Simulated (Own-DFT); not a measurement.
Al3GaN4 (wurtzite random alloy, strained, atoms displaced) (calculated)

All values are calculated (Own-DFT development build). A calculation, not a measurement: plane-wave density functional theory by an unreviewed code, no spin, of a simulated periodic cell, stress positive in tension, run twice, with PBE and with PBEsol, both on files made for PBE, so the change isn't that of files made for PBEsol, forces on such cells passed a denser k mesh, this cell's mesh not checked; the far tail of each file's local potential was reset to the Coulomb form; each entry is a single point on an unrelaxed cell, so the pressure reflects the starting lattice, mostly measured values (interpolated for alloys), from which strain is counted, and rises with the displacements; printed positions are rounded, which can move forces by about a meV/angstrom; the program, named Own-DFT, is a retired in-house code; no spin-orbit coupling; stress was not checked against mesh or cutoff.

Settings shared by all entries: functional PBE, then PBEsol; potential files PseudoDojo norm-conserving, scalar-relativistic, standard set; wave cutoff 42 hartree; occupations Fermi-Dirac; smearing width 0.1 eV; k mesh 4 x 4 x 3 centred on Gamma.

(1) Al3GaN4 (wurtzite random alloy, strained, atoms displaced)

```
Al3GaN4
1.0
      9.4877     0.0000     0.0000
     -4.7438     8.2166     0.0000
      0.0000     0.0000    10.0655
Al N Ga N Al N Al Ga N Ga N Al N Al N Al N Al Ga N Al N Al N Al Ga N Al N Al N Al N Ga Al N Al Ga N Al N
2 2 2 2 2 2 1 1 2 2 2 2 2 2 2 2 2 1 1 2 2 2 2 2 1 1 2 2 2 2 2 2 2 1 1 2 1 1 2 2 2
Direct
  0.11569 0.22828 0.99810
  0.22562 0.09785 0.24704
  0.11403 0.22175 0.19115
  0.22058 0.10761 0.43702
  0.11394 0.22161 0.49154
  0.22580 0.12325 0.75761
  0.12195 0.22652 0.68342
  0.22334 0.11534 0.94167
  0.11103 0.54929 0.00143
  0.21324 0.44090 0.24455
  0.10341 0.54538 0.19499
  0.21843 0.43332 0.43824
  0.11155 0.56270 0.50751
  0.20907 0.42743 0.75348
  0.10470 0.55219 0.69071
  0.21233 0.43771 0.93998
  0.11096 0.89296 0.00409
  0.21957 0.78205 0.25019
  0.10930 0.89586 0.19041
  0.21961 0.77643 0.43435
  0.11621 0.89313 0.50636
  0.22477 0.77672 0.74950
  0.11248 0.89014 0.68425
  0.21853 0.77733 0.94248
  0.44430 0.22179 0.99753
  0.54988 0.11097 0.24679
  0.44028 0.22385 0.19429
  0.55861 0.12278 0.44018
  0.45226 0.23098 0.50579
  0.55931 0.11591 0.74546
  0.43536 0.21500 0.69172
  0.55936 0.11779 0.93713
  0.44041 0.55530 0.00416
  0.55242 0.43686 0.24924
  0.44666 0.55850 0.19768
  0.55432 0.44678 0.43333
  0.44473 0.55592 0.50938
  0.54784 0.44271 0.74945
  0.45065 0.55768 0.68653
  0.55120 0.44157 0.93981
  0.43540 0.88258 0.99697
  0.55486 0.77174 0.24827
  0.45465 0.90150 0.19337
  0.55849 0.77817 0.44233
  0.44066 0.88310 0.50303
  0.55807 0.78218 0.74991
  0.44759 0.88526 0.69388
  0.55217 0.77298 0.95184
  0.77592 0.21974 0.00230
  0.88368 0.10285 0.24621
  0.77056 0.22012 0.18526
  0.88857 0.10821 0.44050
  0.77486 0.21811 0.50829
  0.87756 0.11093 0.75624
  0.77200 0.21875 0.68770
  0.88285 0.10635 0.94729
  0.77852 0.54796 0.99940
  0.89517 0.44546 0.25226
  0.76492 0.55465 0.18301
  0.89816 0.44366 0.44075
  0.77368 0.55596 0.49519
  0.88835 0.43817 0.74932
  0.77523 0.55376 0.68769
  0.88009 0.44500 0.94580
  0.79339 0.89458 0.00565
  0.89450 0.78122 0.25756
  0.78333 0.89634 0.19614
  0.88219 0.77521 0.44146
  0.77117 0.88404 0.50041
  0.89096 0.79118 0.74217
  0.78631 0.89502 0.68839
  0.88994 0.77953 0.93962
```

```
PBE pressure                                      : 2.54 GPa
PBE stress xx                                     : 0.07 GPa
PBE stress yy                                     : -1.77 GPa
PBE stress zz                                     : -5.92 GPa
PBE stress yz                                     : -0.15 GPa
PBE stress xz                                     : 0.26 GPa
PBE stress xy                                     : 0.58 GPa
PBEsol pressure                                   : -0.51 GPa
PBEsol stress xx                                  : 3.07 GPa
PBEsol stress yy                                  : 1.23 GPa
PBEsol stress zz                                  : -2.77 GPa
PBEsol stress yz                                  : -0.17 GPa
PBEsol stress xz                                  : 0.27 GPa
PBEsol stress xy                                  : 0.59 GPa
rms change of force components from PBE to PBEsol : 0.069 eV/Å
```

Force:
| force element | PBE force x (eV/Å) | PBE force y (eV/Å) | PBE force z (eV/Å) | PBEsol force x (eV/Å) | PBEsol force y (eV/Å) | PBEsol force z (eV/Å) |
| --- | --- | --- | --- | --- | --- | --- |
| Al | -0.44 | -1.717 | 1.603 | -0.449 | -1.738 | 1.575 |
| Al | -1.708 | 3.418 | 1.445 | -1.716 | 3.432 | 1.443 |
| N | -0.261 | -0.615 | -0.769 | -0.246 | -0.634 | -0.749 |
| N | 1.74 | -0.512 | -0.044 | 1.588 | -0.403 | 0.011 |
| Ga | -0.396 | -1.094 | 0.118 | -0.379 | -1.055 | 0.123 |
| Ga | 0.047 | -2.185 | -1.24 | 0.059 | -2.126 | -1.221 |
| N | -2.55 | -1.997 | 0.878 | -2.404 | -1.89 | 0.854 |
| N | -0.054 | 0.56 | 1.261 | -0.056 | 0.399 | 1.122 |
| Al | -1.746 | 0.699 | 0.183 | -1.756 | 0.714 | 0.171 |
| Al | 1.879 | -0.306 | 1.743 | 1.893 | -0.303 | 1.739 |
| N | 0.447 | 1.52 | -1.796 | 0.45 | 1.66 | -1.748 |
| N | -0.291 | 3.739 | -0.066 | -0.294 | 3.512 | -0.001 |
| Al | 0.853 | -1.523 | -1.808 | 0.868 | -1.518 | -1.815 |
| Ga | 0.466 | 2.986 | -1.085 | 0.462 | 2.912 | -1.059 |
| N | 0.382 | 0.664 | 0.78 | 0.504 | 0.586 | 0.84 |
| N | 0.759 | 1.132 | 1.106 | 0.773 | 1.131 | 0.909 |
| Ga | -0.266 | -0.581 | -1.304 | -0.265 | -0.582 | -1.275 |
| Ga | 1.166 | -0.55 | -1.012 | 1.129 | -0.538 | -0.959 |
| N | 0.926 | -1.509 | 0.048 | 0.9 | -1.711 | -0.034 |
| N | 0.209 | 0.349 | 2.785 | 0.195 | 0.358 | 2.565 |
| Al | -0.657 | -0.013 | -1.899 | -0.666 | -0.025 | -1.936 |
| Al | -1.032 | 0.05 | 0.367 | -1.024 | 0.052 | 0.376 |
| N | 0.417 | -0.452 | 1.939 | 0.42 | -0.322 | 2.005 |
| N | 0.808 | -0.953 | -0.466 | 0.645 | -0.875 | -0.405 |
| Al | 0.258 | 0.454 | 0.555 | 0.26 | 0.447 | 0.554 |
| Al | 0.818 | 1.447 | 0.872 | 0.803 | 1.47 | 0.881 |
| N | 0.699 | -2.281 | -1.927 | 0.701 | -2.055 | -1.855 |
| N | 0.341 | -1.402 | 0.683 | 0.338 | -1.405 | 0.676 |
| Al | -1.093 | -0.785 | -1.402 | -1.11 | -0.775 | -1.405 |
| Al | -1.231 | -0.808 | 0.935 | -1.229 | -0.82 | 0.927 |
| N | 2.034 | 1.675 | -0.395 | 1.842 | 1.578 | -0.304 |
| N | -0.299 | -1.217 | -0.178 | -0.291 | -1.216 | -0.169 |
| Al | 0.976 | -0.343 | 0.191 | 0.969 | -0.374 | 0.172 |
| Ga | -0.755 | 1.157 | -0.226 | -0.738 | 1.147 | -0.202 |
| N | -1.72 | -0.67 | -1.635 | -1.574 | -0.779 | -1.57 |
| N | -0.753 | -0.572 | 2.574 | -0.61 | -0.48 | 2.412 |
| Al | -0.441 | -0.536 | -3.151 | -0.445 | -0.53 | -3.174 |
| Al | 1.471 | 0.238 | 0.344 | 1.461 | 0.217 | 0.344 |
| N | -0.746 | -0.496 | 1.63 | -0.853 | -0.389 | 1.744 |
| N | -0.362 | 0.218 | -0.023 | -0.353 | 0.225 | -0.009 |
| Al | 1.207 | 1.355 | 0.743 | 1.191 | 1.37 | 0.728 |
| Al | -0.07 | 1.476 | 0.453 | -0.06 | 1.48 | 0.458 |
| N | -0.402 | -2.182 | -0.973 | -0.499 | -2.256 | -0.933 |
| N | -1.17 | -0.459 | 0.04 | -1.169 | -0.467 | 0.035 |
| Al | 0.296 | 1.045 | -1.138 | 0.298 | 1.051 | -1.147 |
| Ga | 1.344 | -1.124 | 1.292 | 1.297 | -1.104 | 1.251 |
| N | -1.963 | 1.192 | -0.826 | -1.773 | 1.099 | -0.748 |
| N | 0.178 | 0.847 | -0.606 | 0.202 | 0.869 | -0.716 |
| Al | -0.621 | 0.288 | 0 | -0.61 | 0.292 | -0.032 |
| Al | -0.119 | 2.624 | 1.091 | -0.109 | 2.656 | 1.088 |
| N | 0.716 | 0.315 | 1.208 | 0.716 | 0.309 | 1.221 |
| N | -1.401 | -0.611 | -0.105 | -1.244 | -0.524 | -0.057 |
| Al | 0.735 | 0.492 | -3.065 | 0.737 | 0.501 | -3.064 |
| Al | 1.717 | -0.261 | -0.692 | 1.721 | -0.245 | -0.691 |
| N | 0.772 | 0.426 | 1.527 | 0.766 | 0.431 | 1.532 |
| N | 0.656 | 1.294 | -1.264 | 0.659 | 1.298 | -1.235 |
| Al | -2.442 | 1.698 | -0.168 | -2.458 | 1.717 | -0.183 |
| Al | -2.131 | -1.29 | -0.044 | -2.173 | -1.274 | -0.045 |
| N | 2.892 | 0.457 | 0.779 | 2.729 | 0.483 | 0.912 |
| N | -0.771 | -0.357 | 0.185 | -0.88 | -0.305 | 0.238 |
| Ga | 0.956 | -0.83 | 0.462 | 0.924 | -0.798 | 0.449 |
| Al | -1.678 | 1.221 | 0.338 | -1.667 | 1.199 | 0.339 |
| N | -0.035 | 0.036 | 1.341 | -0.037 | 0.046 | 1.176 |
| N | 3.043 | -1.229 | -1.512 | 3.049 | -1.241 | -1.502 |
| Al | -1.589 | -1.535 | 0.318 | -1.582 | -1.539 | 0.313 |
| Ga | -1.371 | -1.015 | -1.222 | -1.358 | -0.991 | -1.186 |
| N | -0.541 | -1.912 | -1.153 | -0.413 | -2.009 | -1.089 |
| N | 1 | 1.486 | 1.404 | 1.016 | 1.31 | 1.269 |
| Al | 0.722 | 1.247 | -0.559 | 0.72 | 1.235 | -0.557 |
| Al | 1.744 | -2.179 | 1.195 | 1.754 | -2.184 | 1.2 |
| N | -1.28 | 0.804 | 0.05 | -1.418 | 0.74 | 0.085 |
| N | -0.287 | -0.509 | -0.712 | -0.133 | -0.449 | -0.659 |

(2) Al3GaN4 (wurtzite random alloy, strained, atoms displaced)

```
Al3GaN4
1.0
      9.4877     0.0000     0.0000
     -4.7438     8.2166     0.0000
      0.0000     0.0000    10.0655
Ga Al N Al Ga N Al N Al Ga N Al N Al N Ga Al N Al N Al N Al Ga N Al N Al Ga N Al Ga N Al N Al Ga N Ga Al N Al N Al N
1 1 2 1 1 2 2 2 1 1 2 2 2 2 2 1 1 2 2 2 2 2 1 1 2 2 2 1 1 2 1 1 2 2 2 1 1 2 1 1 2 2 2 2 2
Direct
  0.11038 0.22752 0.99453
  0.22811 0.11709 0.25682
  0.11879 0.22318 0.18665
  0.22552 0.11480 0.43538
  0.10217 0.20729 0.49765
  0.22835 0.11585 0.75051
  0.11185 0.21253 0.69117
  0.22200 0.10594 0.95175
  0.10843 0.55360 0.00028
  0.21518 0.43957 0.24672
  0.11354 0.55217 0.18951
  0.21600 0.44229 0.43767
  0.10848 0.54779 0.50144
  0.21805 0.44308 0.74699
  0.10926 0.55674 0.69932
  0.21933 0.44290 0.94204
  0.10704 0.89061 0.00314
  0.22043 0.77235 0.25160
  0.11459 0.89031 0.19584
  0.22292 0.77454 0.43853
  0.10753 0.89636 0.50137
  0.20937 0.77021 0.75093
  0.11480 0.89974 0.69083
  0.22451 0.78541 0.94193
  0.44879 0.23321 0.00390
  0.55538 0.11828 0.25709
  0.44616 0.21953 0.18921
  0.54877 0.11154 0.44945
  0.44490 0.21970 0.49595
  0.55765 0.10710 0.74103
  0.43992 0.22748 0.69084
  0.55295 0.11181 0.93750
  0.45137 0.56577 0.00443
  0.55566 0.44720 0.24739
  0.45274 0.56604 0.19012
  0.55201 0.43798 0.44726
  0.44312 0.55476 0.50484
  0.56079 0.44678 0.74009
  0.45217 0.55635 0.69030
  0.54123 0.43311 0.93264
  0.44090 0.88371 0.00016
  0.55824 0.77645 0.24734
  0.45139 0.88415 0.18534
  0.55210 0.77070 0.43355
  0.43510 0.88701 0.50139
  0.54882 0.77239 0.76073
  0.44701 0.89106 0.69207
  0.55786 0.77735 0.93672
  0.77471 0.22663 0.99964
  0.88793 0.11384 0.24725
  0.77838 0.22204 0.18845
  0.88964 0.10835 0.44322
  0.77492 0.22272 0.48960
  0.88293 0.11870 0.74719
  0.76930 0.21738 0.69473
  0.88653 0.10725 0.94628
  0.78197 0.56185 0.98676
  0.88846 0.44133 0.25385
  0.77263 0.55314 0.18569
  0.88970 0.44610 0.44130
  0.77688 0.55477 0.50566
  0.89372 0.45122 0.75602
  0.78094 0.55667 0.70140
  0.89051 0.44978 0.94047
  0.78049 0.88762 0.99525
  0.89159 0.77309 0.25371
  0.77966 0.88854 0.18931
  0.89712 0.78334 0.44686
  0.78199 0.89240 0.49886
  0.89119 0.78675 0.74633
  0.78774 0.89802 0.69291
  0.89240 0.77245 0.94433
```

```
PBE pressure                                      : 1.97 GPa
PBE stress xx                                     : -0.44 GPa
PBE stress yy                                     : -1.8 GPa
PBE stress zz                                     : -3.66 GPa
PBE stress yz                                     : 0.53 GPa
PBE stress xz                                     : -0.66 GPa
PBE stress xy                                     : 0.32 GPa
PBEsol pressure                                   : -1.08 GPa
PBEsol stress xx                                  : 2.54 GPa
PBEsol stress yy                                  : 1.2 GPa
PBEsol stress zz                                  : -0.51 GPa
PBEsol stress yz                                  : 0.52 GPa
PBEsol stress xz                                  : -0.66 GPa
PBEsol stress xy                                  : 0.33 GPa
rms change of force components from PBE to PBEsol : 0.067 eV/Å
```

Force:
| force element | PBE force x (eV/Å) | PBE force y (eV/Å) | PBE force z (eV/Å) | PBEsol force x (eV/Å) | PBEsol force y (eV/Å) | PBEsol force z (eV/Å) |
| --- | --- | --- | --- | --- | --- | --- |
| Ga | 0.973 | -1.563 | 0.574 | 0.955 | -1.528 | 0.577 |
| Al | -0.211 | -0.898 | -2.551 | -0.211 | -0.905 | -2.574 |
| N | -0.277 | 0.322 | 1.457 | -0.402 | 0.236 | 1.315 |
| N | -0.145 | -0.467 | 1.554 | -0.136 | -0.462 | 1.568 |
| Al | 0.717 | 2.174 | 0.594 | 0.732 | 2.184 | 0.585 |
| Ga | 0.099 | -0.307 | 2.073 | 0.09 | -0.28 | 2.022 |
| N | -2.69 | 1.188 | -1.087 | -2.508 | 1.22 | -0.965 |
| N | -0.7 | 0.284 | -1.175 | -0.684 | 0.475 | -1.214 |
| Al | 0.249 | 0.847 | -0.06 | 0.235 | 0.843 | -0.074 |
| Al | 1.273 | 0.53 | 0.318 | 1.273 | 0.53 | 0.312 |
| N | -0.366 | 0.5 | -0.227 | -0.5 | 0.427 | -0.17 |
| N | 0.724 | -0.748 | 0.695 | 0.735 | -0.759 | 0.689 |
| Al | -0.029 | 1.119 | -0.036 | -0.035 | 1.125 | -0.025 |
| Ga | 1.518 | -0.625 | 0.508 | 1.494 | -0.616 | 0.53 |
| N | -0.695 | -0.18 | -1.926 | -0.527 | -0.282 | -1.869 |
| N | 0.217 | 2.359 | -0.031 | 0.23 | 2.153 | -0.12 |
| Al | 1.161 | 0.069 | 0.64 | 1.154 | 0.049 | 0.642 |
| Al | 0.531 | 0.724 | -0.733 | 0.53 | 0.72 | -0.743 |
| N | -0.108 | -0.346 | 0.108 | -0.106 | -0.324 | 0.115 |
| N | -1.115 | -0.137 | 0.943 | -1.135 | -0.144 | 0.949 |
| Al | 2.09 | -0.33 | -0.11 | 2.114 | -0.32 | -0.12 |
| Al | 0.904 | 2.405 | 0.468 | 0.917 | 2.412 | 0.462 |
| N | 0.245 | -2.513 | -0.645 | 0.246 | -2.303 | -0.572 |
| N | -0.292 | -1.534 | -0.186 | -0.303 | -1.524 | -0.178 |
| Ga | 0.246 | -2.782 | -0.834 | 0.228 | -2.724 | -0.829 |
| Al | 0.712 | -1.609 | -1.377 | 0.728 | -1.613 | -1.366 |
| N | -0.363 | 0.97 | 2.521 | -0.377 | 0.98 | 2.307 |
| N | 1.489 | -0.503 | -1.415 | 1.485 | -0.515 | -1.387 |
| Al | -1.491 | 0.711 | 1.63 | -1.499 | 0.707 | 1.633 |
| Al | -2.124 | 0.543 | 1.875 | -2.147 | 0.554 | 1.868 |
| N | 2.578 | -1.178 | -1.888 | 2.41 | -1.088 | -1.753 |
| N | 1.113 | -0.448 | -0.14 | 0.971 | -0.378 | -0.094 |
| Al | -0.09 | -1.842 | -0.892 | -0.095 | -1.858 | -0.92 |
| Al | 0.064 | -0.161 | 0.463 | 0.066 | -0.175 | 0.471 |
| N | -0.408 | -2.075 | -0.058 | -0.421 | -2.071 | -0.043 |
| N | -0.468 | 0.666 | -1.318 | -0.331 | 0.751 | -1.252 |
| Al | -0.217 | -0.009 | -1.24 | -0.22 | -0.016 | -1.245 |
| Ga | -0.703 | -1.019 | 1.496 | -0.712 | -1.014 | 1.487 |
| N | -1.85 | 0.293 | -0.802 | -1.797 | 0.291 | -0.612 |
| N | 0.667 | 4.282 | 0.802 | 0.677 | 4.056 | 0.719 |
| Al | -0.01 | 1.601 | -0.359 | -0.001 | 1.597 | -0.384 |
| Al | 0.071 | 0.958 | 0.404 | 0.076 | 0.974 | 0.407 |
| N | -1.354 | 0.817 | 1.255 | -1.35 | 0.818 | 1.261 |
| N | 0.138 | 1.038 | 1.479 | 0.129 | 1.035 | 1.476 |
| Al | 1.582 | -0.678 | -0.012 | 1.601 | -0.675 | -0.022 |
| Ga | 0.629 | 0.862 | -3.483 | 0.611 | 0.834 | -3.387 |
| N | -1.37 | -1.051 | -0.724 | -1.239 | -1.148 | -0.645 |
| N | -0.029 | 0.216 | 3.364 | -0.038 | 0.231 | 3.12 |
| Al | 0.012 | -0.96 | -0.585 | 0.025 | -0.933 | -0.588 |
| Ga | 1.284 | -0.767 | -0.4 | 1.254 | -0.75 | -0.4 |
| N | -1.427 | -0.112 | 0.456 | -1.264 | -0.043 | 0.575 |
| N | -1.219 | 0.369 | -0.033 | -1.224 | 0.373 | -0.184 |
| Al | 0.422 | -0.314 | 1.82 | 0.418 | -0.314 | 1.799 |
| Al | 1.733 | -1.026 | 1.004 | 1.744 | -1.006 | 1.018 |
| N | 0.98 | 2.22 | -1.64 | 0.966 | 2.237 | -1.648 |
| N | -1.403 | 0.508 | -1.39 | -1.255 | 0.605 | -1.328 |
| Al | -1.041 | -2.037 | 1.537 | -1.052 | -2.071 | 1.527 |
| Ga | -0.436 | 0.908 | -1.438 | -0.422 | 0.885 | -1.402 |
| N | 0.229 | 0.485 | 0.123 | 0.352 | 0.413 | 0.146 |
| N | 0.487 | -0.752 | 1.171 | 0.339 | -0.657 | 1.037 |
| Ga | -0.143 | 0.324 | -0.107 | -0.141 | 0.307 | -0.109 |
| Al | -0.551 | -1.519 | -0.462 | -0.544 | -1.547 | -0.477 |
| N | 1.38 | 1.48 | -0.718 | 1.195 | 1.38 | -0.804 |
| N | 0.307 | -0.638 | 0.338 | 0.305 | -0.633 | 0.348 |
| Al | 0.069 | 0.141 | 0.888 | 0.077 | 0.134 | 0.87 |
| Al | -0.464 | 0.587 | -0.694 | -0.457 | 0.575 | -0.682 |
| N | 0.491 | -0.857 | -0.124 | 0.491 | -0.697 | -0.076 |
| N | -1.212 | -0.4 | -0.836 | -1.22 | -0.554 | -0.778 |
| Al | -1.102 | -1.255 | 0.42 | -1.116 | -1.276 | 0.408 |
| Al | 0.605 | -0.176 | 0.773 | 0.601 | -0.188 | 0.775 |
| N | -0.792 | -0.381 | -0.589 | -0.897 | -0.422 | -0.546 |
| N | -1.093 | 1.696 | -1.424 | -1.085 | 1.704 | -1.429 |
